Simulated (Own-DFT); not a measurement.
# How strain changes the stress of zincblende GaAs, 64 atoms (As32Ga32)

These are calculations, not measurements. They come from Own-DFT, an in-house plane-wave density functional program, since retired, whose code no person has reviewed. Each row is one single-point run on a periodic cell that was not relaxed, without spin or spin-orbit coupling.

Settings of every run: PBE; PseudoDojo norm-conserving scalar-relativistic files; cutoff 42 hartree; 3 x 3 x 3 k mesh centred on Gamma; Fermi-Dirac smearing of 0.1 eV.

Known limits: forces not confirmed at this smearing and k mesh; stress not checked against mesh or cutoff.

Unstrained cell vectors in Å: (11.307, 0.000, 0.000); (0.000, 11.307, 0.000); (0.000, 0.000, 11.307). The unstrained cell has measured lattice constants (interpolated for alloys), not those of this functional. That, the random moves and any unrelaxed bonds set the pressure at no strain. Each run strains this cell uniformly, with the atoms carried along. Every atom was also moved at random, by a Gaussian of width 0.05 Å on each axis. Strain is the symmetric tensor, in per cent. Stress is positive in tension, and the pressure is minus a third of its trace.

```
run,e_xx (%),e_yy (%),e_zz (%),e_yz (%),e_xz (%),e_xy (%),s_xx (GPa),s_yy (GPa),s_zz (GPa),s_yz (GPa),s_xz (GPa),s_xy (GPa),P (GPa),E (meV/atom)
1,0.17,-1.20,1.00,0.11,-0.50,1.66,-4.05,-4.66,-3.51,-0.16,-1.11,2.47,4.07,6.6
2,-0.04,-0.75,1.16,0.59,1.87,-0.47,-3.87,-4.30,-3.22,1.12,3.16,-0.64,3.80,3.9
3,-1.99,-1.53,-1.99,-1.98,1.96,1.10,-9.57,-9.29,-9.54,-4.72,3.82,3.60,9.47,81.4
4,-0.14,-1.39,0.47,0.72,-1.33,0.85,-4.77,-5.42,-4.47,1.07,-1.85,1.32,4.89,13.2
5,0.93,-1.76,-0.33,-0.34,-0.78,0.03,-4.21,-5.65,-4.98,-0.46,-1.62,0.64,4.95,10.5
6,1.04,-1.00,0.74,0.98,1.38,-0.06,-3.05,-4.27,-3.34,1.43,2.43,-0.06,3.55,7.9
7,-0.74,1.79,0.59,1.04,-1.35,-1.40,-3.68,-2.17,-2.84,1.52,-1.88,-1.92,2.89,2.8
8,-1.97,-0.41,-1.01,0.13,1.29,0.71,-7.39,-6.41,-6.69,0.26,1.90,1.42,6.83,28.2
9,-0.82,1.72,1.61,1.25,-0.31,1.86,-3.14,-1.90,-1.80,2.07,-0.41,2.42,2.28,0.0
10,1.26,-0.30,-1.62,0.66,1.71,1.45,-3.84,-4.79,-5.45,0.35,2.46,2.43,4.69,23.7
11,-0.71,1.13,-0.10,-0.66,-1.18,0.71,-4.46,-3.26,-4.08,-1.10,-2.23,0.62,3.94,10.6
12,-0.46,-0.33,-1.01,1.34,0.93,-1.91,-5.63,-5.52,-5.97,2.05,2.14,-3.45,5.71,27.0
13,-1.07,0.91,0.66,-1.18,-1.65,-0.26,-4.37,-3.22,-3.44,-1.52,-2.28,-0.88,3.68,5.6
14,-1.03,0.39,-0.56,-1.60,1.98,-1.68,-5.84,-4.98,-5.64,-2.05,4.05,-2.67,5.49,33.6
15,1.23,0.75,-0.17,1.83,-1.94,1.22,?,?,?,?,?,?,?,?
```

E is the free energy for each atom above the lowest run shown.

## Worked fit

Each stress component was fitted by least squares to a constant and the strains of the runs shown, as fractions, with shears doubled. Shear strains stay in the fit of a normal stress only where such slopes are resolved. The slopes, in GPa:

```
stress  at no strain  per e_xx  per e_yy  per e_zz  scatter
  s_xx          -4.2   132 ± 6    63 ± 5    72 ± 6     0.20
  s_yy          -4.2    73 ± 8   117 ± 7    72 ± 7     0.25
  s_zz          -4.2    72 ± 7    64 ± 6   127 ± 7     0.24
```

Each shear stress against twice its own strain: yz 77 ± 7, xz 84 ± 4, xy 81 ± 7 GPa. These are stiffnesses along x, y and z of the frame in which the cell vectors are given, which need not be the crystal's axes. The atoms are held to the strained lattice; where symmetry lets them move under strain, relaxing them would lower some slopes. The table should be nearly symmetric about its diagonal, and what it lacks of that shows the noise. A ninth of its sum, 88 ± 3 GPa, estimates the bulk modulus near the mean pressure of these runs, 4.7 GPa, so it lies above the value at zero pressure.

## Withheld run

Question: what normal stresses and pressure should run 15 give?

The fit gives s_xx = -2.2, s_yy = -2.5, s_zz = -3.0 and P = 2.6 GPa. The calculation gave -2.68, -2.91, -3.39 and P = 2.99 GPa.
